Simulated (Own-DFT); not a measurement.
# Energy and forces against displacement in 3C SiC, 64 atoms (C32Si32)

All numbers below are calculated, not measured. The program, named Own-DFT, is a retired in-house plane-wave density functional code that no person has reviewed. Each row is one single-point run on a periodic cell that was not relaxed, without spin or spin-orbit coupling.

Settings of every run: PBE; PseudoDojo norm-conserving scalar-relativistic files; cutoff 42 hartree; 4 x 4 x 4 k mesh centred on Gamma; Fermi-Dirac smearing of 0.1 eV.

Known limits, some of them of some rows only: some atoms lie very close together; forces on such cells passed a denser k mesh, each cell not checked; stress not checked against mesh or cutoff.

Cell vectors in Å: (8.719, 0.000, 0.000); (0.000, 8.719, 0.000); (0.000, 0.000, 8.719). In each run every atom was moved at random and independently from its ideal site; u is the rms move along one axis. E is the free energy for each atom above the fitted value at u = 0, and F the rms of the force components.

| run | u (Å) | E (meV/atom) | F (eV/Å) | largest force (eV/Å) | P (GPa) |
|---|---|---|---|---|---|
| 1 | 0.0287 | 30.8 | 0.837 | 2.63 | 3.66 |
| 2 | 0.0329 | 37.4 | 0.899 | 3.36 | 3.83 |
| 3 | 0.0336 | 44.3 | 1.021 | 3.61 | 4.21 |
| 4 | 0.0587 | 130.1 | 1.770 | 6.42 | 5.72 |
| 5 | 0.0590 | 127.5 | 1.667 | 5.80 | 6.03 |
| 6 | 0.0930 | ? | ? | ? | ? |
| 7 | 0.0979 | 327.0 | 2.788 | 9.68 | 10.78 |
| 8 | 0.1045 | 434.0 | 3.771 | 17.27 | 14.25 |
| 9 | 0.1347 | 709.0 | 4.600 | 19.04 | 19.21 |

## Worked fit

For small independent moves the energy grows as E = (3/2) K u², with K the mean stiffness felt by one atom. The runs with u up to 0.11 Å give K = 24.7 ± 0.9 eV/Å², with residuals divided by u² + 0.0006 Å², since the noise grows with the moves. The scatter is 6.1 meV/atom at u = 0.05 Å. The forces follow F = G u with G = 30.1 eV/Å²; no force at u = 0 is resolved. G exceeds K because the moves of its neighbours add to the force on an atom, and stiffness differs between atoms. The pressure follows P = 2.79 + 951 u² GPa: at fixed volume, shortened bonds push harder than stretched ones pull.

## Withheld run

Question: what energy and rms force should run 6 give?

The fit gives 321 ± 22 meV/atom and about 2.80 eV/Å. The calculation gave 307.5 meV/atom and 2.699 eV/Å.
